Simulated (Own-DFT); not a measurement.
# Response to strain: wurtzite AlN, 72 atoms (Al36N36)

All numbers below are calculated, not measured. They come from Own-DFT, an in-house plane-wave density functional program, since retired, whose code no person has reviewed. Each row is one single-point run on a periodic cell that was not relaxed, without spin or spin-orbit coupling.

Settings of every run: PBE; PseudoDojo norm-conserving scalar-relativistic files; cutoff 42 hartree; 3 x 3 x 2 k mesh centred on Gamma; Fermi-Dirac smearing of 0.1 eV.

Known limits: forces on such cells moved up to 12 meV/angstrom on a denser k mesh; stress not checked against mesh or cutoff.

Unstrained cell vectors in Å: (9.336, 0.000, 0.000); (-4.668, 8.085, 0.000); (0.000, 0.000, 9.964). The unstrained cell has measured lattice constants (interpolated for alloys), not those of this functional. That, the random moves and any unrelaxed bonds set the pressure at no strain. Each run strains this cell uniformly, with the atoms carried along. Every atom was also moved at random, by a Gaussian of width 0.05 Å on each axis. Strain is the symmetric tensor, in per cent. Stress is positive in tension, and the pressure is minus a third of its trace.

```
run  e_xx (%)  e_yy (%)  e_zz (%)  e_yz (%)  e_xz (%)  e_xy (%)  s_xx (GPa)  s_yy (GPa)  s_zz (GPa)  s_yz (GPa)  s_xz (GPa)  s_xy (GPa)  P (GPa)  E (meV/atom)
  1     -0.46     -0.71      0.11      1.54     -1.27      1.71       -8.32       -9.81       -6.58        3.11       -3.37        6.64     8.24          23.9
  2      1.24      0.28      1.76     -1.97     -0.99      1.60       -0.20       -3.94        3.93       -5.50       -1.89        6.24     0.07          32.2
  3     -0.25      1.16      1.88     -1.31     -0.75      1.11       -3.19        0.63        2.21       -3.53       -1.82        3.37     0.12           0.0
  4      1.87      0.02      1.10     -0.35      1.17      1.56        2.63       -3.98        0.67        0.62        2.44        5.79     0.22          25.3
  5     -1.43     -1.78     -1.70      1.83     -0.04      0.66      -15.42      -17.06      -18.38        3.22        0.52        4.17    16.95          41.1
  6     -0.08     -1.73     -0.58      0.29     -1.28     -0.93       -9.77      -12.11      -11.05        1.09       -2.72       -3.98    10.98          29.9
  7     -1.70      1.06      0.36      0.98     -1.67     -0.36      -10.83       -1.72       -5.28        2.98       -4.12       -0.74     5.94           1.6
  8      1.25      1.99     -1.31     -0.80      0.73      0.70       -0.74        4.69       -9.39       -1.51        1.93        4.20     1.81          20.2
  9      0.95     -1.93     -1.13      0.41      0.36     -0.16       -3.24      -14.08      -14.32        0.48        0.68       -0.22    10.55          29.9
 10     -1.23     -0.74     -1.21     -1.80      1.60     -1.41      -14.27      -10.97      -12.43       -3.93        5.24       -6.34    12.56          29.2
 11      0.42      0.55     -1.57      1.92      1.18     -1.83       -3.06       -5.26      -13.11        5.20        2.97       -6.16     7.14          27.5
 12     -1.03     -0.69      0.89      1.99     -0.29      1.12      -11.88       -6.78       -4.63        4.73       -1.59        4.13     7.76          32.5
 13     -1.36      0.70     -0.50      0.39     -1.61     -0.22      -11.21       -4.58       -8.70        1.03       -4.05       -0.10     8.16          21.5
 14      0.53      1.37      0.60     -0.85     -0.37     -0.81       -1.55        0.64       -1.85       -2.32       -1.31       -3.65     0.92          13.5
 15     -1.33      0.63     -0.10     -0.13     -1.03      0.39      -12.37       -1.93       -8.08       -0.52       -2.98        1.09     7.46          15.1
 16     -1.11     -1.09     -0.57      1.38     -1.91     -1.09      -13.60      -11.88       -9.84        3.66       -4.60       -3.41    11.77          28.1
 17      1.75     -0.10     -1.50     -0.69      0.98      0.94        1.58       -5.51      -13.22       -2.51        2.84        2.99     5.72          28.0
 18      1.54     -1.60     -0.38      1.88      0.38      1.78           ?           ?           ?           ?           ?           ?        ?             ?
```

E is the free energy for each atom above the lowest run shown.

## Worked fit

Each stress component was fitted by least squares to a constant and the strains of the runs shown, as fractions, with shears doubled. Shear strains stay in the fit of a normal stress only where such slopes are resolved. The slopes, in GPa:

| stress | at no strain | per e_xx | per e_yy | per e_zz | scatter |
|---|---|---|---|---|---|
| s_xx | -6.1 | 449 ± 26 | 120 ± 28 | 57 ± 28 | 1.22 |
| s_yy | -5.6 | 61 ± 26 | 450 ± 29 | 65 ± 29 | 1.26 |
| s_zz | -6.5 | 74 ± 20 | 107 ± 21 | 473 ± 21 | 0.93 |

Each shear stress against twice its own strain: yz 128 ± 8, xz 124 ± 6, xy 200 ± 9 GPa. These are stiffnesses along x, y and z of the frame in which the cell vectors are given, which need not be the crystal's axes. The atoms are held to the strained lattice; where symmetry lets them move under strain, relaxing them would lower some slopes. The table should be nearly symmetric about its diagonal, and what it lacks of that shows the noise. A ninth of its sum, 206 ± 4 GPa, estimates the bulk modulus near the mean pressure of these runs, 6.8 GPa, so it lies above the value at zero pressure.

## Withheld run

Question: what normal stresses and pressure should run 18 give?

The fit gives s_xx = -1.3, s_yy = -12.1, s_zz = -8.9 and P = 7.4 GPa. The calculation gave -1.99, -13.68, -6.89 and P = 7.52 GPa.
